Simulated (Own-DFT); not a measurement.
## Calculated data, GaN (wurtzite, strained, atoms displaced)

Computed with Own-DFT development build. A calculation, not a measurement: plane-wave PBE density functional theory by an unreviewed code, no spin, of a simulated periodic cell, stress positive in tension, free energy of the whole cell less one offset for each atom, forces on such cells passed a denser k mesh, this cell's mesh not checked; offsets are fitted by least squares, one for each functional and potential file, so energies compare only between cells with the same atoms and settings and are not formation energies; the far tail of each file's local potential was reset to the Coulomb form; each entry is a single point on an unrelaxed cell, so the pressure reflects the starting lattice, mostly measured values (interpolated for alloys), from which strain is counted, and rises with the displacements; printed positions are rounded, which can move forces by about a meV/angstrom; the program, named Own-DFT, is a retired in-house code; no spin-orbit coupling.

Common to all runs: functional PBE; potential files PseudoDojo norm-conserving, scalar-relativistic, standard set with the stringent files for Ga; wave cutoff 96 hartree; occupations Gaussian; smearing width 0.01 eV; k mesh 3 x 4 x 3 centred on Gamma.

(1) 
```xyz
96
Lattice="12.7560 0.0000 0.0000 -4.7835 8.2853 0.0000 0.0000 0.0000 10.2663" Properties=species:S:1:pos:R:3:force_x:R:1:force_y:R:1:force_z:R:1 formula=GaN free_energy_of_cell_above_offsets=-4.421 pressure=8.96 stress_xx=-7.79 stress_yy=-7.29 stress_zz=-11.78 stress_yz=0.46 stress_xz=-0.37 stress_xy=0.58
Ga    -0.0509     1.8164     0.0156      0.776       0.04     -1.244
Ga     1.6051     0.8608     2.4953      0.566      1.928      1.115
N      0.0365     1.8375     1.8750      -0.19      0.206      1.784
N      1.5892     0.9409     4.5391      -0.53      0.292     -0.959
Ga    -0.0983     1.8674     5.1217      1.288     -0.675      0.713
Ga     1.5599     0.8481     7.7091     -0.128      0.633     -0.841
N      0.0058     1.8120     7.0716     -0.509      0.182     -0.112
N      1.6490     0.9930     9.5666     -1.921     -1.692       1.02
Ga    -1.5754     4.5778    10.2273     -0.768     -0.734      0.417
Ga    -0.0046     3.7233     2.5264     -1.901       -1.5       0.82
N     -1.6064     4.6145     1.9050     -0.307      -0.31      0.273
N     -0.0695     3.6872     4.5459      1.148     -0.808     -1.572
Ga    -1.5278     4.6085     5.1346      -2.23      0.949     -0.394
Ga    -0.0406     3.6876     7.6765      0.955     -0.625      0.194
N     -1.6235     4.5991     7.0230      0.383      0.238      0.882
N     -0.0165     3.6384     9.6450      0.247      0.557      -0.52
Ga    -3.1554     7.3588    10.2483     -0.618      0.197     -0.256
Ga    -1.5502     6.4328     2.5480     -1.211      0.121      0.286
N     -3.2381     7.4094     1.9202      0.469     -1.801      0.041
N     -1.5516     6.4481     4.5126      -0.29      0.578     -0.169
Ga    -3.1890     7.4143     5.1163      0.109     -1.127       0.61
Ga    -1.5315     6.4240     7.7533     -1.787     -0.296     -0.967
N     -3.2311     7.3184     7.1252      0.924     -0.233     -0.657
N     -1.5623     6.3819     9.6419     -0.372      0.773      0.275
Ga     3.0882     1.8307    10.2585      2.607      1.241     -0.549
Ga     4.7478     0.9166     2.6047      1.138      0.282     -1.283
N      3.2816     1.8616     1.8524     -1.531     -0.123      1.043
N      4.8179     1.0062     4.4636     -0.766     -0.558      1.872
Ga     3.1407     1.8689     5.2360      0.539     -0.048     -2.158
Ga     4.7914     0.9394     7.6823      0.323     -0.726      0.188
N      3.1941     1.7868     7.0817      0.183      0.577      0.926
N      4.8007     0.8443     9.5895      -0.29      1.707      0.142
Ga     1.6115     4.6391    10.2114      -2.05      0.387      0.784
Ga     3.1286     3.6957     2.4988      0.598     -0.171     -0.004
N      1.4590     4.5507     1.9392      2.983      2.119     -0.995
N      3.2249     3.6398     4.4264     -1.028      0.582      0.865
Ga     1.5277     4.5574     5.1078      1.397      0.745      0.236
Ga     3.2369     3.6625     7.7322     -1.154       0.23     -0.122
N      1.6436     4.5498     7.0601      -0.64       0.99      0.199
N      3.1181     3.8161     9.6443      2.696     -1.702      0.009
Ga     0.0029     7.3649     0.0045     -0.751      0.446      0.245
Ga     1.5469     6.5136     2.5769     -0.241     -0.769     -1.125
N     -0.0425     7.3872     1.8979      0.274      0.031      0.644
N      1.6192     6.4397     4.4135     -0.359      -0.03      2.408
Ga     0.0212     7.4602     5.1637      0.189     -0.901     -1.311
Ga     1.5673     6.5800     7.7929       1.13     -1.932     -1.713
N     -0.0232     7.2764     7.0460      0.734      1.775      0.247
N      1.5347     6.5256     9.6528      1.778     -1.001      0.586
Ga     6.4036     1.8702    10.2526     -0.564     -1.506       0.44
Ga     8.1446     1.0116     2.5190     -3.787      -1.63      0.937
N      6.3969     1.7660     1.8971      0.186      0.539      0.635
N      7.9527     0.9645     4.4507      0.591     -0.485      1.061
Ga     6.3834     1.8909     5.1807      0.586      0.349     -1.929
Ga     7.9735     0.9082     7.7400      1.234     -0.035      -0.11
N      6.4948     1.8791     7.0674     -1.578     -1.325      0.271
N      8.0013     0.8564     9.6921     -0.679      0.112     -0.803
Ga     4.8873     4.6398     0.0830     -0.938     -0.629     -1.448
Ga     6.3475     3.6298     2.5721      0.937     -0.212     -0.768
N      4.8435     4.6039     1.9404     -1.785      0.074      0.659
N      6.3891     3.7436     4.4295     -0.482     -0.414      2.216
Ga     4.7348     4.6329     5.1269      0.662     -0.906     -0.978
Ga     6.2654     3.6377     7.6207       2.27      0.988      1.605
N      4.7922     4.6049     7.0604     -0.714      0.209     -0.256
N      6.4254     3.6470     9.6864     -0.938      0.845     -1.696
Ga     3.2788     7.3163     0.0225     -1.223      0.287      0.515
Ga     4.6818     6.4311     2.5535      1.491     -0.046      0.088
N      3.1408     7.3810     2.0180      0.661      0.155     -1.395
N      4.8023     6.4552     4.4988     -0.187     -0.385     -0.081
Ga     3.2434     7.3289     5.1138     -1.244      1.208     -0.308
Ga     4.8204     6.4496     7.6161      0.272      -0.07      1.441
N      3.2622     7.3586     7.0755     -1.316      0.358     -0.104
N      4.8597     6.4674     9.6631     -1.589     -1.334     -1.438
Ga     9.5275     1.8252    10.1817      1.619     -0.104      0.934
Ga    11.2204     0.9654     2.6135     -0.303      -1.05     -1.321
N      9.6066     1.8318     1.9469      2.093      1.239     -1.336
N     11.1180     0.9084     4.5236      0.458     -0.575     -0.257
Ga     9.5785     1.8867     5.0917     -1.012      -0.35      0.798
Ga    11.1041     0.8649     7.6769      2.533      0.665      1.477
N      9.6662     1.8095     7.1534     -2.567      0.714     -1.708
N     11.2249     0.8407     9.6689     -1.473      0.415     -0.589
Ga     7.9866     4.6416    10.1798     -0.127     -0.098      1.785
Ga     9.5396     3.6851     2.5892      -0.33      0.881     -1.425
N      7.9147     4.6596     1.9842      0.787     -0.854     -1.078
N      9.5230     3.7051     4.4530      1.136      0.036      1.565
Ga     7.9911     4.6662     5.1589     -0.412     -2.927     -0.747
Ga     9.5871     3.6513     7.6274     -0.763       0.44      0.742
N      7.9392     4.5657     7.0086     -0.116     -0.076      1.743
N      9.4908     3.6468     9.6155      1.349      0.464     -0.472
Ga     6.3571     7.2850     0.0166      1.321      1.734      0.038
Ga     7.8577     6.4858     2.6241      2.137      -1.46     -0.166
N      6.4001     7.2504     1.8807     -2.224      2.238      1.521
N      7.9669     6.3344     4.5583      0.261      3.978     -1.002
Ga     6.3767     7.2958     5.1156      0.522      0.861       0.31
Ga     7.9192     6.4105     7.6960      0.666     -0.166     -0.025
N      6.4106     7.4155     7.0691     -0.592     -1.805     -0.809
N      7.9266     6.4743     9.6299      1.306     -0.392     -0.405
```

Units: free_energy_of_cell_above_offsets in eV; pressure, stress_xx, stress_yy, stress_zz, stress_yz, stress_xz, stress_xy in GPa; force_x, force_y, force_z in eV/Å.

(2) 
```xyz
96
Lattice="12.7560 0.0000 0.0000 -4.7835 8.2853 0.0000 0.0000 0.0000 10.2663" Properties=species:S:1:pos:R:3:force_x:R:1:force_y:R:1:force_z:R:1 formula=GaN free_energy_of_cell_above_offsets=-2.269 pressure=9.71 stress_xx=-9.12 stress_yy=-8.54 stress_zz=-11.47 stress_yz=0.31 stress_xz=0.06 stress_xy=0.73
Ga    -0.0628     1.8329    10.2032      1.441     -0.753      1.236
Ga     1.5441     0.9716     2.5734      0.712     -0.409      0.605
N     -0.0151     1.8003     1.9301      -0.55       0.89     -0.159
N      1.6045     0.8063     4.5435     -0.975      2.625     -0.691
Ga    -0.0796     1.8999     5.1199      1.001     -2.087     -0.674
Ga     1.6187     1.0107     7.7265      -1.06     -1.031     -0.511
N     -0.0584     1.8678     6.9682      0.522     -0.521      2.403
N      1.6033     0.9210     9.6626       0.06     -0.375     -0.321
Ga    -1.5819     4.6016    10.2163      0.727     -0.559      0.325
Ga    -0.0627     3.6433     2.5516      2.095     -0.239      0.149
N     -1.5835     4.5211     1.9481     -0.082      1.163     -0.839
N      0.0564     3.6775     4.5624     -0.051      0.289     -1.966
Ga    -1.4491     4.5556     5.1288      -2.87      0.891      0.533
Ga    -0.0252     3.7032     7.7008     -0.813      -0.96      0.058
N     -1.5802     4.6048     7.0585     -0.744      0.382      0.251
N      0.0614     3.6050     9.6376     -1.066      1.307     -0.188
Ga    -3.0864     7.2330    10.2290     -3.627      2.545      1.478
Ga    -1.5318     6.3286     2.5813      -1.25      1.923     -0.739
N     -3.2337     7.4942     1.9642      0.922     -2.647     -0.906
N     -1.6810     6.4330     4.4774      3.461     -1.985     -0.361
Ga    -3.0694     7.3580     5.0889     -3.269     -0.177      0.923
Ga    -1.5881     6.5117     7.6751       0.54     -1.284      0.243
N     -3.1392     7.3343     7.0290     -0.396      1.304       0.35
N     -1.5915     6.4469     9.6922      2.753     -0.911     -1.456
Ga     3.2054     1.8905    10.1997      0.147     -2.379      1.095
Ga     4.7083     1.0159     2.4991          1     -1.559      1.536
N      3.1638     1.8540     1.9856     -0.709     -0.336     -2.018
N      4.7725     0.9911     4.4839     -0.124     -1.039     -0.098
Ga     3.1067     1.8074     5.1619      0.928      0.508     -0.144
Ga     4.7456     0.8971     7.7276      1.505      0.054     -1.341
N      3.2312     1.8235     7.1363     -0.917      0.796     -0.491
N      4.9441     0.9284     9.5676     -2.683     -0.701      1.809
Ga     1.5928     4.5523    10.2103     -0.041      1.409      1.051
Ga     3.1388     3.6067     2.5195      0.737       2.03      1.486
N      1.6733     4.6759     1.9296     -1.714     -1.108     -0.238
N      3.0458     3.6188     4.5084      1.207       1.03       0.11
Ga     1.5583     4.7083     5.1199      1.434     -1.301      0.745
Ga     3.1965     3.6796     7.7680      -0.04      0.264     -0.797
N      1.4908     4.5809     7.1267      2.137      0.399     -0.781
N      3.1830     3.6556     9.7478      1.073      1.444     -1.358
Ga     0.0511     7.3575     0.0285      0.539      0.186     -0.488
Ga     1.5919     6.4433     2.6259      0.513      0.567     -1.171
N     -0.0061     7.3826     1.9483      0.188     -0.138      0.376
N      1.6810     6.5106     4.5261     -1.713     -0.466     -0.076
Ga    -0.0129     7.3230     5.0853     -0.009      1.576     -0.145
Ga     1.5961     6.4303     7.6568      -0.73     -0.072      0.732
N      0.0094     7.3755     7.0220     -0.339     -0.342       0.33
N      1.6876     6.4571     9.6156     -1.691     -1.038      0.149
Ga     6.3547     1.8765     0.0221        1.3      0.723     -1.471
Ga     7.9713     0.9134     2.5571      0.155     -0.302     -0.406
N      6.3373     1.8471     1.8910      0.811      0.162      1.111
N      7.8979     0.8257     4.5859      0.965      3.783      -2.94
Ga     6.4231     1.8267     5.0928     -2.058      1.081      1.477
Ga     7.9352     0.9072     7.7728     -0.047     -0.182     -3.046
N      6.3582     1.7965     7.1090      0.263        0.8     -0.836
N      7.9303     0.9305     9.5432      0.563      -0.19      4.062
Ga     4.8331     4.6126     0.0383     -0.586      0.277      -0.03
Ga     6.4114     3.6968     2.5607     -0.131      0.216      1.187
N      4.8411     4.6735     1.9861     -0.653     -3.662     -1.346
N      6.4157     3.7125     4.5749     -0.018     -0.258     -0.968
Ga     4.7929     4.6765     5.2111     -0.646     -1.729     -1.671
Ga     6.4549     3.7262     7.6388     -1.665     -1.733      0.542
N      4.8101     4.5534     7.0642     -0.665      0.534      1.333
N      6.3575     3.8130     9.5712      0.644     -1.826      0.584
Ga     3.2617     7.2378    10.2520     -0.813      1.913      0.193
Ga     4.7488     6.3486     2.5310      0.708      2.319      1.974
N      3.2655     7.3094     1.9381     -1.358      1.242      -0.23
N      4.7720     6.3982     4.4799     -0.252      1.523       0.24
Ga     3.1770     7.4823     5.1246      1.396     -4.869      2.452
Ga     4.8517     6.4219     7.7282     -2.129     -0.599      -0.99
N      3.1186     7.3342     7.1605       2.03      0.417     -1.495
N      4.8176     6.4485     9.5825      0.208     -0.501      1.405
Ga     9.4953     1.8667    10.1896        0.4     -0.151      0.872
Ga    11.1505     0.8585     2.5403      0.058      0.288      0.186
N      9.6124     1.8613     1.9659     -1.186     -0.363     -0.537
N     11.1499     0.8832     4.4750     -0.551      0.626      0.057
Ga     9.4791     1.7662     5.0677      1.408       1.04      0.692
Ga    11.1214     0.9198     7.7023      0.747     -0.652     -0.143
N      9.5997     1.8195     7.0711     -1.251     -0.328     -0.745
N     11.1476     0.9442     9.6949     -0.901     -0.681     -1.051
Ga     7.9496     4.5590     0.0920      0.705      0.776     -3.946
Ga     9.6004     3.7029     2.5837     -1.424     -0.202     -0.274
N      7.9473     4.6403     1.8500      0.866     -0.087      3.636
N      9.5120     3.7246     4.4884      2.106     -1.443      0.112
Ga     8.0691     4.6012     5.2136      -1.78      1.348     -2.685
Ga     9.4795     3.6455     7.5849      2.915     -0.239      1.807
N      8.0000     4.4797     7.0100     -0.445      2.651      1.369
N      9.6546     3.6888     9.6325     -1.691     -0.056     -0.751
Ga     6.2895     7.4111     0.0799      1.746     -0.693     -1.658
Ga     7.9102     6.5421     2.5247      2.457     -1.489      1.378
N      6.3828     7.2925     1.9428     -1.989      1.321     -0.102
N      7.9622     6.4982     4.5462      1.084     -1.084     -0.679
Ga     6.4085     7.3454     5.1325     -0.899      -0.07     -0.585
Ga     8.0474     6.4941     7.6617     -1.256     -0.733      0.042
N      6.2693     7.3022     7.0110      2.569      1.326      0.838
N      7.9671     6.4000     9.5679      0.111       0.59      1.023
```

Units: free_energy_of_cell_above_offsets in eV; pressure, stress_xx, stress_yy, stress_zz, stress_yz, stress_xz, stress_xy in GPa; force_x, force_y, force_z in eV/Å.

(3) 
```xyz
96
Lattice="12.7560 0.0000 0.0000 -4.7835 8.2853 0.0000 0.0000 0.0000 10.2663" Properties=species:S:1:pos:R:3:force_x:R:1:force_y:R:1:force_z:R:1 formula=GaN free_energy_of_cell_above_offsets=-3.143 pressure=9.37 stress_xx=-6.72 stress_yy=-8.28 stress_zz=-13.11 stress_yz=0.21 stress_xz=-0.13 stress_xy=0.01
Ga     0.0046     1.7930    10.2449     -0.856      0.458      0.258
Ga     1.5871     0.9479     2.5074     -0.097     -0.688      2.258
N      0.0040     1.7428     1.9504     -0.021      2.275     -0.672
N      1.6334     0.8122     4.6074     -0.181      2.249     -1.555
Ga    -0.0409     1.7930     5.1278       1.47     -0.056      0.589
Ga     1.5878     0.9572     7.7062     -0.414      -0.99     -1.681
N     -0.0234     1.8529     7.0940      0.145     -0.289      0.186
N      1.5826     0.8450     9.6041     -0.199      1.284      0.381
Ga    -1.6298     4.6122    10.1563      0.359       0.47       1.75
Ga     0.0518     3.7293     2.5745     -1.378     -1.016     -0.016
N     -1.5681     4.6597     1.8690     -0.538       -0.3      0.801
N      0.0081     3.6438     4.5552      0.188      0.463     -0.744
Ga    -1.5430     4.6216     5.1744     -0.679      -1.21     -0.297
Ga    -0.0415     3.6645     7.7416      0.658     -0.126     -1.018
N     -1.6591     4.5489     7.1012      1.464      1.224      -0.21
N     -0.0458     3.7073     9.6428       1.39     -0.668      0.208
Ga    -3.2393     7.3932     0.0280      0.734     -1.273      0.035
Ga    -1.6817     6.4831     2.6452      0.645     -0.431     -2.246
N     -3.3017     7.4013     1.9552      1.884     -0.351     -0.611
N     -1.5958     6.4226     4.5113     -0.106     -1.117     -0.109
Ga    -3.1620     7.2909     5.0317     -0.302      1.007      1.917
Ga    -1.6057     6.4007     7.7453      -0.05      1.197     -2.457
N     -3.2369     7.3475     7.0067      1.504      0.392      0.723
N     -1.5358     6.4746     9.5739     -2.082      -0.69      1.578
Ga     3.1133     1.8709    10.1539      1.383     -1.168      1.602
Ga     4.7283     0.9659     2.6122      1.324     -0.266     -0.747
N      3.1500     1.8417     1.9930      0.549     -0.558     -2.124
N      4.7385     0.8816     4.4883      1.276     -0.105      0.789
Ga     3.2463     1.8165     5.1672     -1.231      0.504      -0.67
Ga     4.7533     0.9040     7.7184      -0.14     -0.349     -1.326
N      3.1851     1.8321     7.0726     -0.008      0.515      0.877
N      4.7413     0.8844     9.5573      0.083      0.359      2.557
Ga     1.6927     4.5997     0.0357     -1.914      0.423     -0.983
Ga     3.2658     3.6042     2.5811     -0.443      1.785     -1.105
N      1.5741     4.5254     1.8648      1.197      1.196      1.598
N      3.2552     3.6876     4.4077     -0.578     -0.026      2.511
Ga     1.5963     4.6467     5.1689      0.609     -2.025     -1.828
Ga     3.1413     3.6696     7.7493      0.952     -0.136     -0.792
N      1.6510     4.5215     6.9695     -1.239      1.016      3.334
N      3.2408     3.6977     9.7221      -0.68     -0.011      -1.58
Ga    -0.0507     7.3305    10.2363      1.195      1.047      1.034
Ga     1.4668     6.4419     2.5905      2.655     -1.128     -0.264
N      0.0510     7.3924     1.9815     -2.402      0.608     -1.229
N      1.5809     6.3548     4.4967      0.186      1.786     -0.187
Ga    -0.0541     7.2837     5.0552      1.581      1.418      1.394
Ga     1.5969     6.4188     7.8606     -0.897     -0.183     -7.224
N     -0.0450     7.3916     7.0172      0.438     -1.265      0.461
N      1.5965     6.4744     9.5426      0.092     -0.658      6.111
Ga     6.3821     1.7663     0.1153     -0.451      0.725      -1.86
Ga     8.0276     0.8101     2.4686     -0.099      1.862      1.477
N      6.4879     1.8254     1.9806     -1.799       0.41      0.485
N      7.9263     0.8816     4.4809      1.095      0.114      0.031
Ga     6.4369     1.8136     5.1797     -1.339     -0.143      -0.52
Ga     7.8904     0.9026     7.6702      1.003      1.047      0.551
N      6.2890     1.8694     7.1268      1.001     -0.108     -0.882
N      7.9688     0.8935     9.6355      0.065      0.624     -0.138
Ga     4.7664     4.6949    10.2531      1.057     -1.791      1.211
Ga     6.4559     3.7085     2.6102     -1.384     -0.451     -0.509
N      4.7770     4.6787     1.9323      0.507     -1.527      0.052
N      6.3741     3.6463     4.5210      0.062      0.673      0.666
Ga     4.7752     4.6638     5.1762     -0.062     -0.322     -2.249
Ga     6.2932     3.6993     7.6917      0.822      0.093       0.41
N      4.7609     4.6154     7.0059       -0.6      0.579      2.304
N      6.3005     3.6632     9.6247      0.753      0.207      0.632
Ga     3.2079     7.3639    10.2190     -0.846      0.772      1.166
Ga     4.6675     6.4523     2.5878      2.249     -0.151     -0.514
N      3.2306     7.3609     1.9332      -2.56     -1.223     -1.203
N      4.8084     6.5343     4.4446     -0.703     -1.333      1.622
Ga     3.2237     7.3661     5.1659     -0.849     -0.169      -0.65
Ga     4.7483     6.4860     7.7560      0.541     -0.018     -1.096
N      3.1002     7.3798     7.0703      0.784     -0.748        0.5
N      4.7539     6.4614     9.7253      0.326      0.067     -2.059
Ga     9.6249     1.9060    10.1876     -1.105     -1.516      0.773
Ga    11.1648     1.0242     2.5959     -1.024     -1.727     -0.051
N      9.5172     1.8695     1.8676      1.014      0.248      0.686
N     11.1653     0.8878     4.5845     -0.584       0.78     -1.392
Ga     9.5786     1.8390     5.1394     -0.321     -1.172      0.752
Ga    11.1595     0.8412     7.7048      0.459      0.943      0.117
N      9.6423     1.8010     7.1076     -2.026       0.92     -0.015
N     11.1213     0.8770     9.6563      1.059     -0.383     -0.286
Ga     7.9498     4.6391    10.2559     -0.627     -2.223      0.875
Ga     9.5630     3.6813     2.6251      0.743     -0.138      -0.74
N      7.9915     4.6101     2.0088      0.317     -0.844     -1.533
N      9.6204     3.5971     4.5482      -0.59      2.075     -0.063
Ga     7.9260     4.6058     5.2075      0.936       0.45     -1.426
Ga     9.5714     3.7561     7.7638     -1.237     -2.084     -1.326
N      7.9660     4.6779     7.1048     -0.388     -2.021      0.005
N      9.5336     3.6869     9.6400     -0.155      0.953      0.165
Ga     6.3725     7.2687     0.0053     -0.039      1.822       1.59
Ga     7.9791     6.3677     2.5223     -1.734      2.109      0.315
N      6.3130     7.4016     2.0006      0.519     -0.511      -0.75
N      8.0399     6.5779     4.3898     -1.823     -2.619      1.385
Ga     6.3676     7.3595     5.1026      1.056      -0.07     -0.329
Ga     8.0820     6.4124     7.6955     -1.856      1.515      0.349
N      6.3956     7.3887     7.0076     -0.229     -1.754      1.334
N      7.9577     6.3815     9.6945      0.535      1.466     -1.138
```

Units: free_energy_of_cell_above_offsets in eV; pressure, stress_xx, stress_yy, stress_zz, stress_yz, stress_xz, stress_xy in GPa; force_x, force_y, force_z in eV/Å.
